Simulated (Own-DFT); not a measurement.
# One host, several defects: zincblende GaP

The numbers are computed, not measured, by runs of the plane-wave DFT program Own-DFT (in-house, retired, unreviewed) at fixed positions, with no spin and no spin-orbit coupling.

Common settings: PBE; PseudoDojo norm-conserving scalar-relativistic files; cutoff 42 hartree; 3 x 3 x 3 k mesh centred on Gamma; Fermi-Dirac smearing of 0.1 eV.

Limits (not all hold for every row): not probed for a lower state with spin; forces on such cells failed a check on a denser k mesh; forces on such cells passed a denser k mesh, each cell not checked; stress not checked against mesh or cutoff.

All runs share one cell, with vectors in Å (10.901, 0.000, 0.000); (0.000, 10.901, 0.000); (0.000, 0.000, 10.901) and a volume of 1295.4 Å³. The atoms are randomly displaced, by u rms on each axis. The defect's site can differ from row to row.

```
cell,formula,u (Å),P (GPa)
no defect,Ga32P32,0.0211,2.74
no defect,Ga32P32,0.0215,2.73
no defect,Ga32P32,0.0507,3.19
two P vacancies,Ga32P30,0.0315,2.30
two P vacancies,Ga32P30,0.0503,2.65
two P vacancies,Ga32P30,0.0534,2.56
one Ga on a P site,Ga33P31,0.0302,3.35
one Ga on a P site,Ga33P31,0.0313,?
one Ga on a P site,Ga33P31,0.0480,3.64
one Ga on a P site,Ga33P31,0.0500,3.74
one As on a P site,AsGa32P31,0.0279,3.18
one As on a P site,AsGa32P31,0.0289,3.16
one As on a P site,AsGa32P31,0.0475,3.57
one In on a Ga site,Ga31InP32,0.0300,3.66
one In on a Ga site,Ga31InP32,0.0306,3.75
one In on a Ga site,Ga31InP32,0.0485,3.91
```

## Worked fit

P = P0 + c u² + a shift for each defect gives P0 = 2.65 GPa, c = 206 ± 19 GPa/Å² and a scatter of 0.06 GPa. The shifts, and each times the cell's volume:

- one In on a Ga site: 0.84 ± 0.05 GPa, 6.8 eV
- one Ga on a P site: 0.54 ± 0.05 GPa, 4.3 eV
- one As on a P site: 0.39 ± 0.05 GPa, 3.1 eV
- two P vacancies: -0.58 ± 0.05 GPa, -4.7 eV (-2.4 eV for each of its 2 sites)

Against the defect-free cell, a freed cell would be larger where the shift is positive and smaller where it is negative (160.2 GPa Å³ is 1 eV). The atoms around the defects weren't relaxed, which would change these numbers.

## The run left out

Asked: what pressure belongs in the blank (one Ga on a P site, u = 0.0313 Å)?

Estimate: 3.39 ± 0.07 GPa. DFT gave 3.34 GPa.
